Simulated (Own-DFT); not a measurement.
# Point defects and the pressure they add: 2H SiC

Calculated, not measured: single-point runs of Own-DFT, a retired in-house plane-wave DFT program that no person has reviewed, on unrelaxed cells, without spin or spin-orbit coupling.

Method: PBE; PseudoDojo norm-conserving scalar-relativistic files; cutoff 42 hartree; 4 x 4 x 3 k mesh centred on Gamma; Fermi-Dirac smearing of 0.1 eV.

Caveats (not all hold for every row): some atoms lie very close together; not probed for a lower state with spin; forces on such cells passed a denser k mesh, each cell not checked; stress not checked against mesh or cutoff.

All runs share one cell, with vectors in Å (9.248, 0.000, 0.000); (-4.624, 8.009, 0.000); (0.000, 0.000, 10.068) and a volume of 745.7 Å³. The atoms are randomly displaced, by u rms on each axis. The defect's site can differ from row to row.

```
cell,formula,u (Å),P (GPa)
no defect,C36Si36,0.0319,4.06
no defect,C36Si36,0.0569,6.69
no defect,C36Si36,0.0594,5.90
two Al on a Si site each,Al2C36Si34,0.0283,5.84
two Al on a Si site each,Al2C36Si34,0.0520,7.34
two Al on a Si site each,Al2C36Si34,0.0528,7.57
one Si on a C site,C35Si37,0.0338,10.64
one Si on a C site,C35Si37,0.0501,11.82
one Si on a C site,C35Si37,0.0506,11.52
one Al on a Si site and one N on a C site,AlC35NSi35,0.0294,4.04
one Al on a Si site and one N on a C site,AlC35NSi35,0.0513,5.20
one Al on a Si site and one N on a C site,AlC35NSi35,0.0518,5.71
one C on a Si site,C37Si35,0.0288,1.85
one C on a Si site,C37Si35,0.0312,?
one C on a Si site,C37Si35,0.0492,3.03
one C on a Si site,C37Si35,0.0506,3.99
```

## Worked fit

P = P0 + c u² + a shift for each defect gives P0 = 3.30 GPa, c = 871 ± 106 GPa/Å² and a scatter of 0.36 GPa. The shifts, and each times the cell's volume:

- one Si on a C site: 6.23 ± 0.30 GPa, 29.0 eV
- two Al on a Si site each: 1.80 ± 0.30 GPa, 8.4 eV (4.2 eV for each of its 2 sites)
- one Al on a Si site and one N on a C site: -0.11 ± 0.30 GPa, -0.5 eV (not resolved)
- one C on a Si site: -2.03 ± 0.30 GPa, -9.4 eV

Against the defect-free cell, a freed cell would be larger where the shift is positive and smaller where it is negative (160.2 GPa Å³ is 1 eV). The atoms around the defects weren't relaxed, which would change these numbers.

## Prediction

Asked: what pressure belongs in the blank (one C on a Si site, u = 0.0312 Å)?

Estimate: 2.12 ± 0.43 GPa. The calculation gave 1.93 GPa.
